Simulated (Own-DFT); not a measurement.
# Computed records: InGa₃As₄ (zincblende random alloy, atoms displaced)

A calculation, not a measurement: plane-wave PBE density functional theory by an unreviewed code, no spin, of a simulated periodic cell, stress positive in tension, free energy of the whole cell less one offset for each atom, forces on such cells passed a denser k mesh, this cell's mesh not checked; offsets are fitted by least squares, one for each functional and potential file, so energies compare only between cells with the same atoms and settings and are not formation energies; the far tail of each file's local potential was reset to the Coulomb form; each entry is a single point on an unrelaxed cell, so the pressure reflects the starting lattice, mostly measured values, from which strain is counted, and rises with the displacements; printed positions are rounded, which can move forces by about a meV/angstrom; the program is a retired in-house code; no spin-orbit coupling. Program: Own-DFT development build.

Common to all runs: functional PBE; potential files PseudoDojo norm-conserving, scalar-relativistic, standard set; wave cutoff 42 hartree; occupations Fermi-Dirac; smearing width 0.1 eV; k mesh 3 x 3 x 3 centred on Gamma.

(1) InGa₃As₄ (zincblende random alloy, atoms displaced)

```cif
# cell vector a (Å): 11.5091 0.0000 0.0000
# cell vector b (Å): 0.0000 11.5091 0.0000
# cell vector c (Å): 0.0000 0.0000 11.5091
data_InGa3As4
_symmetry_space_group_name_H-M 'P 1'
_symmetry_Int_Tables_number 1
_cell_length_a 11.5091
_cell_length_b 11.5091
_cell_length_c 11.5091
_cell_angle_alpha 90.000
_cell_angle_beta 90.000
_cell_angle_gamma 90.000
_cell_volume 1524.49
loop_
_atom_site_label
_atom_site_type_symbol
_atom_site_fract_x
_atom_site_fract_y
_atom_site_fract_z
_atom_site_occupancy
Ga1 Ga 0.00796 0.98972 0.01064 1
Ga2 Ga 0.00951 0.25089 0.24412 1
Ga3 Ga 0.25292 0.00129 0.25058 1
Ga4 Ga 0.25774 0.25274 0.99665 1
As1 As 0.11899 0.12255 0.12254 1
As2 As 0.13122 0.37028 0.36613 1
As3 As 0.36109 0.12596 0.36914 1
As4 As 0.37651 0.37406 0.13190 1
Ga5 Ga 0.99775 0.99557 0.49200 1
Ga6 Ga 0.98828 0.24933 0.74906 1
Ga7 Ga 0.23156 0.98943 0.75059 1
Ga8 Ga 0.24241 0.24997 0.48446 1
As5 As 0.12481 0.12580 0.63100 1
As6 As 0.12425 0.37334 0.87487 1
As7 As 0.37925 0.12409 0.86250 1
As8 As 0.38059 0.37257 0.62509 1
Ga9 Ga 0.99509 0.51073 0.00618 1
In1 In 0.00106 0.73983 0.24796 1
Ga10 Ga 0.25889 0.49773 0.25151 1
Ga11 Ga 0.24871 0.74127 0.00037 1
As9 As 0.12693 0.63117 0.12163 1
As10 As 0.10995 0.87917 0.37893 1
As11 As 0.37669 0.63305 0.37987 1
As12 As 0.37128 0.87630 0.12637 1
Ga12 Ga 0.00136 0.50523 0.51597 1
Ga13 Ga 0.99978 0.74952 0.74327 1
Ga14 Ga 0.24669 0.49708 0.75885 1
Ga15 Ga 0.25562 0.74610 0.50133 1
As13 As 0.12982 0.62400 0.63335 1
As14 As 0.11204 0.87340 0.88090 1
As15 As 0.37773 0.62259 0.87140 1
As16 As 0.37416 0.87744 0.62584 1
In2 In 0.49359 0.00488 0.00838 1
Ga16 Ga 0.50550 0.25655 0.24645 1
Ga17 Ga 0.74308 0.98683 0.24269 1
In3 In 0.75253 0.26244 0.99614 1
As17 As 0.63472 0.12846 0.12423 1
As18 As 0.62038 0.38084 0.38515 1
As19 As 0.88665 0.13150 0.37208 1
As20 As 0.87963 0.37805 0.13859 1
Ga18 Ga 0.50082 0.00085 0.47486 1
Ga19 Ga 0.50195 0.24066 0.75292 1
In4 In 0.73567 0.99130 0.75319 1
Ga20 Ga 0.76631 0.24704 0.49609 1
As21 As 0.62345 0.13092 0.62382 1
As22 As 0.62014 0.37641 0.87366 1
As23 As 0.88193 0.12923 0.87727 1
As24 As 0.88118 0.36777 0.62420 1
In5 In 0.49729 0.51119 0.00916 1
Ga21 Ga 0.50734 0.75450 0.25197 1
In6 In 0.74432 0.50232 0.24349 1
Ga22 Ga 0.75628 0.75563 0.00408 1
As25 As 0.63230 0.63060 0.11731 1
As26 As 0.63372 0.88054 0.37149 1
As27 As 0.86916 0.61078 0.36872 1
As28 As 0.88578 0.87627 0.12413 1
Ga23 Ga 0.49669 0.50501 0.49483 1
In7 In 0.50273 0.75337 0.75151 1
Ga24 Ga 0.74282 0.50819 0.75417 1
In8 In 0.74871 0.75512 0.50547 1
As29 As 0.62689 0.61873 0.63052 1
As30 As 0.63579 0.87995 0.87837 1
As31 As 0.87630 0.62721 0.89008 1
As32 As 0.87222 0.87822 0.61894 1
```

```
free energy of cell above offsets : -20.113 eV
pressure                          : 5.13 GPa
stress xx                         : -4.99 GPa
stress yy                         : -5.19 GPa
stress zz                         : -5.22 GPa
stress yz                         : 0.61 GPa
stress xz                         : 0.36 GPa
stress xy                         : 0.01 GPa
```

Force:
```
element  x (eV/Å)  y (eV/Å)  z (eV/Å)
     Ga    -0.697     1.616    -0.968
     Ga    -0.356    -0.049     0.285
     Ga    -1.389    -0.496    -0.242
     Ga    -0.427    -0.434    -0.163
     As     1.577     0.195    -0.088
     As    -0.865     1.485     0.422
     As     1.777     0.291    -0.192
     As    -0.386    -0.459    -0.242
     Ga    -0.308     1.523     1.553
     Ga      1.49    -0.349     0.343
     Ga     0.898     0.531    -0.079
     Ga     0.585    -0.206     2.081
     As    -0.534     0.069    -0.995
     As    -0.689     0.159     0.562
     As     -1.81    -0.296      0.48
     As    -0.771     0.111    -0.228
     Ga     0.893    -1.507     0.247
     In    -0.609     0.445     1.304
     Ga    -0.562     0.621     0.098
     Ga     0.506     0.868    -0.757
     As     1.453    -2.132     -0.31
     As     2.712    -0.783    -0.425
     As     0.317     -0.44    -1.106
     As    -0.759    -1.549     0.867
     Ga    -0.033    -0.568    -1.216
     Ga    -0.641     0.119     0.485
     Ga     0.617    -0.522    -0.587
     Ga    -1.061     1.074     0.463
     As     0.237     0.236    -0.392
     As     1.116    -1.006    -0.467
     As    -1.916     0.454     0.142
     As    -0.487     0.822    -1.101
     In     0.746     0.295    -0.774
     Ga     0.129    -0.699      0.85
     Ga      1.61     1.712    -0.483
     In     0.959    -0.275     0.282
     As    -0.479    -0.033     1.344
     As      0.24    -1.244     -0.33
     As    -0.731     -0.96     -0.73
     As     1.428    -0.362    -1.359
     Ga    -0.677     0.828      1.58
     Ga     0.237     1.314    -0.781
     In     2.878     3.098    -2.218
     Ga    -1.151     0.198     0.253
     As    -0.105    -0.151     -1.63
     As    -0.619     0.623     -1.13
     As     0.235     -1.42     0.188
     As     -0.96     1.486      0.24
     In    -0.201    -1.351    -0.648
     Ga    -0.322    -0.061    -0.382
     In    -1.172    -1.155     0.515
     Ga     0.112     0.488    -0.273
     As    -0.285     2.282     0.721
     As    -1.386    -0.457    -0.289
     As     1.495      1.09     2.553
     As    -1.894     0.088      0.09
     Ga    -0.145    -0.307     1.199
     In     0.273     0.287     0.082
     Ga     1.242    -1.117     0.558
     In     0.042    -1.889    -0.858
     As    -0.613    -0.273    -1.061
     As    -2.278    -2.838     3.464
     As    -0.482     0.328    -1.913
     As     1.999      0.65     1.166
```

(2) InGa₃As₄ (zincblende random alloy, atoms displaced)

```cif
# cell vector a (Å): 11.5091 0.0000 0.0000
# cell vector b (Å): 0.0000 11.5091 0.0000
# cell vector c (Å): 0.0000 0.0000 11.5091
data_InGa3As4
_symmetry_space_group_name_H-M 'P 1'
_symmetry_Int_Tables_number 1
_cell_length_a 11.5091
_cell_length_b 11.5091
_cell_length_c 11.5091
_cell_angle_alpha 90.000
_cell_angle_beta 90.000
_cell_angle_gamma 90.000
_cell_volume 1524.49
loop_
_atom_site_label
_atom_site_type_symbol
_atom_site_fract_x
_atom_site_fract_y
_atom_site_fract_z
_atom_site_occupancy
Ga1 Ga 0.00109 0.99713 0.99239 1
Ga2 Ga 0.00639 0.23383 0.25020 1
Ga3 Ga 0.25992 0.99452 0.24062 1
Ga4 Ga 0.24266 0.24416 0.98708 1
As1 As 0.11981 0.12718 0.12242 1
As2 As 0.13963 0.38300 0.37523 1
As3 As 0.37965 0.12191 0.36738 1
As4 As 0.38364 0.37149 0.13497 1
Ga5 Ga 0.00412 0.00242 0.50061 1
Ga6 Ga 0.00103 0.25400 0.74578 1
Ga7 Ga 0.25833 0.99982 0.74728 1
In1 In 0.24856 0.25422 0.49945 1
As5 As 0.13362 0.12230 0.62980 1
As6 As 0.12699 0.37777 0.88129 1
As7 As 0.38081 0.12623 0.87618 1
As8 As 0.38271 0.37508 0.62896 1
In2 In 0.99490 0.49879 0.99863 1
Ga8 Ga 0.99750 0.75531 0.25939 1
Ga9 Ga 0.23938 0.50604 0.24769 1
In3 In 0.24939 0.75691 0.00156 1
As9 As 0.12764 0.63623 0.13303 1
As10 As 0.12010 0.86938 0.37271 1
As11 As 0.38216 0.63082 0.38744 1
As12 As 0.39636 0.87322 0.12998 1
In4 In 0.00148 0.50238 0.49317 1
Ga10 Ga 0.02045 0.74719 0.74718 1
Ga11 Ga 0.24230 0.50125 0.74061 1
Ga12 Ga 0.25113 0.74883 0.49818 1
As13 As 0.11821 0.62401 0.63392 1
As14 As 0.13150 0.88468 0.88259 1
As15 As 0.38272 0.62941 0.87460 1
As16 As 0.37395 0.87275 0.61677 1
Ga13 Ga 0.51110 0.99779 0.99949 1
Ga14 Ga 0.48859 0.25478 0.25840 1
In5 In 0.74258 0.00869 0.24582 1
In6 In 0.75081 0.25702 0.99793 1
As17 As 0.62120 0.13153 0.12908 1
As18 As 0.62302 0.37588 0.39068 1
As19 As 0.88155 0.11288 0.38033 1
As20 As 0.87883 0.37176 0.13928 1
Ga15 Ga 0.49185 0.00378 0.49267 1
Ga16 Ga 0.49420 0.24979 0.75147 1
Ga17 Ga 0.74579 0.00865 0.75073 1
Ga18 Ga 0.74610 0.24108 0.50248 1
As21 As 0.62464 0.12576 0.61841 1
As22 As 0.63601 0.37854 0.87908 1
As23 As 0.86497 0.11441 0.88387 1
As24 As 0.86274 0.37826 0.63350 1
Ga19 Ga 0.49170 0.50615 0.99847 1
Ga20 Ga 0.49968 0.75129 0.26218 1
Ga21 Ga 0.73368 0.50595 0.24386 1
Ga22 Ga 0.74596 0.75768 0.99208 1
As25 As 0.62287 0.62080 0.13195 1
As26 As 0.61091 0.88145 0.36800 1
As27 As 0.86555 0.62927 0.36862 1
As28 As 0.87772 0.87904 0.13834 1
Ga23 Ga 0.51198 0.50040 0.50278 1
In7 In 0.49878 0.75805 0.74436 1
Ga24 Ga 0.75657 0.49722 0.74734 1
In8 In 0.73544 0.75553 0.50019 1
As29 As 0.61658 0.62579 0.63969 1
As30 As 0.62427 0.87798 0.88227 1
As31 As 0.87052 0.63570 0.88367 1
As32 As 0.87240 0.88287 0.63069 1
```

```
free energy of cell above offsets : -20.357 eV
pressure                          : 5.02 GPa
stress xx                         : -4.79 GPa
stress yy                         : -5.24 GPa
stress zz                         : -5.03 GPa
stress yz                         : 0.76 GPa
stress xz                         : -0.24 GPa
stress xy                         : 2.14 GPa
```

Force:
```
element  x (eV/Å)  y (eV/Å)  z (eV/Å)
     Ga    -0.799     0.176     1.255
     Ga    -0.663     1.454     1.068
     Ga    -0.584      0.06     0.158
     Ga     0.849     0.175     1.367
     As     1.237    -1.161    -0.816
     As    -1.676    -0.546    -1.604
     As    -1.115    -0.201      0.19
     As    -1.905     1.121    -1.602
     Ga     0.334    -0.796      0.91
     Ga    -0.313    -0.517     0.749
     Ga     0.157    -0.083     0.405
     In     1.324    -0.892     0.375
     As     -1.35    -0.232     0.229
     As     0.477    -0.547    -1.907
     As    -0.191    -0.749     0.108
     As    -0.141     1.048     0.065
     In     -0.04     0.646     1.347
     Ga    -0.512    -0.837    -0.679
     Ga     1.905     0.203    -0.104
     In     1.497    -0.443     0.635
     As    -1.153     -0.53     0.494
     As     1.281     1.066     0.702
     As    -0.524    -1.142    -0.691
     As    -0.763      0.46    -0.387
     In    -1.261    -0.251     0.188
     Ga    -2.339     1.996     1.771
     Ga     1.321    -0.505     1.185
     Ga    -0.735    -0.034     0.214
     As     1.742     0.032    -1.531
     As    -0.628      0.35    -2.192
     As     -1.64    -1.202    -0.236
     As    -1.047     1.514    -0.568
     Ga    -0.658     0.987     0.844
     Ga     1.781     -0.22     0.214
     In     0.453     -0.62     0.699
     In     0.809    -0.782     1.714
     As    -1.807     1.184    -0.792
     As     0.656    -0.647     -1.69
     As    -0.049      1.81     0.304
     As     -0.26     0.096     0.948
     Ga      0.54    -0.238     0.521
     Ga     1.304     0.341     0.209
     Ga    -0.024    -0.613    -0.077
     Ga     1.068     0.672    -0.362
     As    -1.153    -0.559     0.862
     As     -2.63       1.6    -1.824
     As     1.599     0.322    -1.355
     As     1.392    -1.615    -1.496
     Ga     0.957    -0.882     0.596
     Ga     0.038    -0.993    -0.651
     Ga     1.698     -1.66     1.486
     Ga     0.458    -0.259     2.049
     As    -1.258     1.794    -1.651
     As     0.118     0.356     0.934
     As    -0.061    -0.224    -0.511
     As     0.528    -0.873    -2.108
     Ga     -1.08     0.649     0.961
     In    -0.274     0.779     1.377
     Ga    -1.144     1.655      1.56
     In     0.495     0.018     0.374
     As     1.917    -2.179    -1.388
     As     0.623     0.704    -1.076
     As     0.232     0.025     -1.99
     As     0.988    -0.254     0.219
```

(3) InGa₃As₄ (zincblende random alloy, atoms displaced)

```cif
# cell vector a (Å): 11.5091 0.0000 0.0000
# cell vector b (Å): 0.0000 11.5091 0.0000
# cell vector c (Å): 0.0000 0.0000 11.5091
data_InGa3As4
_symmetry_space_group_name_H-M 'P 1'
_symmetry_Int_Tables_number 1
_cell_length_a 11.5091
_cell_length_b 11.5091
_cell_length_c 11.5091
_cell_angle_alpha 90.000
_cell_angle_beta 90.000
_cell_angle_gamma 90.000
_cell_volume 1524.49
loop_
_atom_site_label
_atom_site_type_symbol
_atom_site_fract_x
_atom_site_fract_y
_atom_site_fract_z
_atom_site_occupancy
In1 In 0.00377 0.00076 0.01057 1
Ga1 Ga 0.01229 0.25059 0.24911 1
Ga2 Ga 0.26072 0.00382 0.24639 1
In2 In 0.24367 0.25386 0.00621 1
As1 As 0.13506 0.12209 0.11067 1
As2 As 0.13170 0.37489 0.37700 1
As3 As 0.36842 0.12315 0.36477 1
As4 As 0.36661 0.38888 0.11329 1
Ga3 Ga 0.99746 0.98688 0.50186 1
Ga4 Ga 0.98427 0.26242 0.74447 1
Ga5 Ga 0.24691 0.00106 0.75639 1
Ga6 Ga 0.24593 0.25490 0.50597 1
As5 As 0.11787 0.12908 0.62782 1
As6 As 0.12582 0.36750 0.87605 1
As7 As 0.38519 0.12252 0.87857 1
As8 As 0.37961 0.39146 0.61951 1
Ga7 Ga 0.00132 0.50470 0.01013 1
In3 In 0.00030 0.74517 0.23827 1
Ga8 Ga 0.25249 0.49530 0.24105 1
Ga9 Ga 0.24778 0.75187 0.99513 1
As9 As 0.13752 0.62385 0.11928 1
As10 As 0.12835 0.88126 0.38873 1
As11 As 0.36495 0.62427 0.37694 1
As12 As 0.37379 0.88011 0.12554 1
In4 In 0.01143 0.50484 0.48370 1
In5 In 0.99329 0.73793 0.74799 1
Ga10 Ga 0.24919 0.51021 0.75028 1
Ga11 Ga 0.24809 0.75166 0.50153 1
As13 As 0.12186 0.61941 0.61842 1
As14 As 0.11222 0.87725 0.87524 1
As15 As 0.38219 0.62238 0.87057 1
As16 As 0.36126 0.87814 0.62118 1
Ga12 Ga 0.49191 0.99422 0.00047 1
Ga13 Ga 0.52250 0.25058 0.24948 1
Ga14 Ga 0.74376 0.00807 0.23547 1
Ga15 Ga 0.75183 0.23817 0.00291 1
As17 As 0.62957 0.12835 0.13190 1
As18 As 0.63225 0.37293 0.37012 1
As19 As 0.87671 0.11560 0.38049 1
As20 As 0.86386 0.37834 0.11589 1
Ga16 Ga 0.49985 0.00618 0.49705 1
Ga17 Ga 0.50241 0.24935 0.74981 1
Ga18 Ga 0.75395 0.01502 0.74957 1
Ga19 Ga 0.75483 0.24940 0.50025 1
As21 As 0.61907 0.13844 0.61300 1
As22 As 0.61832 0.37726 0.87658 1
As23 As 0.87835 0.13499 0.86573 1
As24 As 0.86396 0.37792 0.63721 1
Ga20 Ga 0.49457 0.50004 0.99387 1
Ga21 Ga 0.51122 0.73902 0.25114 1
Ga22 Ga 0.74777 0.48608 0.26362 1
In6 In 0.74954 0.74871 0.98563 1
As25 As 0.62735 0.62010 0.13352 1
As26 As 0.63880 0.87432 0.38185 1
As27 As 0.88255 0.62201 0.37209 1
As28 As 0.87024 0.87360 0.13587 1
In7 In 0.50186 0.51056 0.50438 1
Ga23 Ga 0.50428 0.75154 0.75914 1
In8 In 0.75714 0.49569 0.75003 1
Ga24 Ga 0.73443 0.74137 0.50210 1
As29 As 0.62903 0.61944 0.62668 1
As30 As 0.63258 0.88965 0.86095 1
As31 As 0.86968 0.63334 0.87756 1
As32 As 0.87181 0.87832 0.61689 1
```

```
free energy of cell above offsets : -17.349 eV
pressure                          : 5.78 GPa
stress xx                         : -5.66 GPa
stress yy                         : -6.04 GPa
stress zz                         : -5.63 GPa
stress yz                         : -0.06 GPa
stress xz                         : 0.75 GPa
stress xy                         : 0.21 GPa
```

Force:
```
element  x (eV/Å)  y (eV/Å)  z (eV/Å)
     In    -2.289    -0.444    -0.832
     Ga    -0.938    -0.379    -0.238
     Ga     -1.55    -0.584    -0.071
     In     2.263      0.17    -1.678
     As    -0.597    -0.525     4.408
     As     1.226    -1.433    -1.993
     As     1.496     1.608     1.165
     As     2.274    -0.562     1.395
     Ga     0.283     1.458     0.153
     Ga     1.957    -0.596     0.363
     Ga    -0.107     0.276    -0.093
     Ga     0.726    -0.419     0.124
     As    -0.111      -0.1     0.113
     As    -1.691     2.285    -1.714
     As    -0.622     0.246    -0.815
     As    -1.924    -2.717     2.102
     Ga    -0.131    -0.464    -1.033
     In     1.431     0.369     1.377
     Ga    -0.219     0.526     1.237
     Ga     0.571     0.516    -0.522
     As    -0.035    -0.432    -0.238
     As      0.56    -0.368    -1.812
     As     0.002     0.794    -1.271
     As      0.41    -1.665     0.104
     In    -1.498    -1.313     1.553
     In     0.606     1.579    -1.142
     Ga     -0.19    -0.965    -0.144
     Ga    -0.176    -0.289    -0.005
     As     2.014     0.961     1.092
     As     1.975    -0.846    -0.651
     As    -0.764      0.98     0.365
     As     1.503     0.044     0.771
     Ga     1.211     0.271    -0.144
     Ga     -2.49     0.384     0.187
     Ga     1.354    -1.213     2.333
     Ga    -0.208     0.921    -0.883
     As    -1.114    -0.447    -2.185
     As     -0.76    -0.755     1.871
     As     0.175     0.713    -0.865
     As     1.014    -0.314     1.002
     Ga    -0.447     -0.68    -0.242
     Ga    -0.514     0.603    -0.224
     Ga    -0.031     0.065    -1.499
     Ga     0.325     0.083    -0.327
     As      0.32    -0.807     0.839
     As     0.094    -1.134     0.758
     As    -0.403    -0.508     1.007
     As     2.468    -2.095    -4.476
     Ga      0.79     0.317     0.708
     Ga    -1.013       1.2     0.831
     Ga     1.553     1.695    -1.685
     In    -2.104      1.98     2.667
     As     0.004    -0.967     -0.87
     As     -1.52     0.671    -1.195
     As    -3.138     0.633    -0.329
     As    -1.325     1.156    -1.188
     In     0.361    -0.336    -2.326
     Ga    -0.262     0.605    -1.304
     In    -2.209     1.905     2.704
     Ga     1.901     0.298    -0.102
     As     0.035     2.158     1.303
     As    -1.315    -0.026     0.708
     As     2.115     -3.56     0.127
     As    -1.319    -0.525     0.729
```
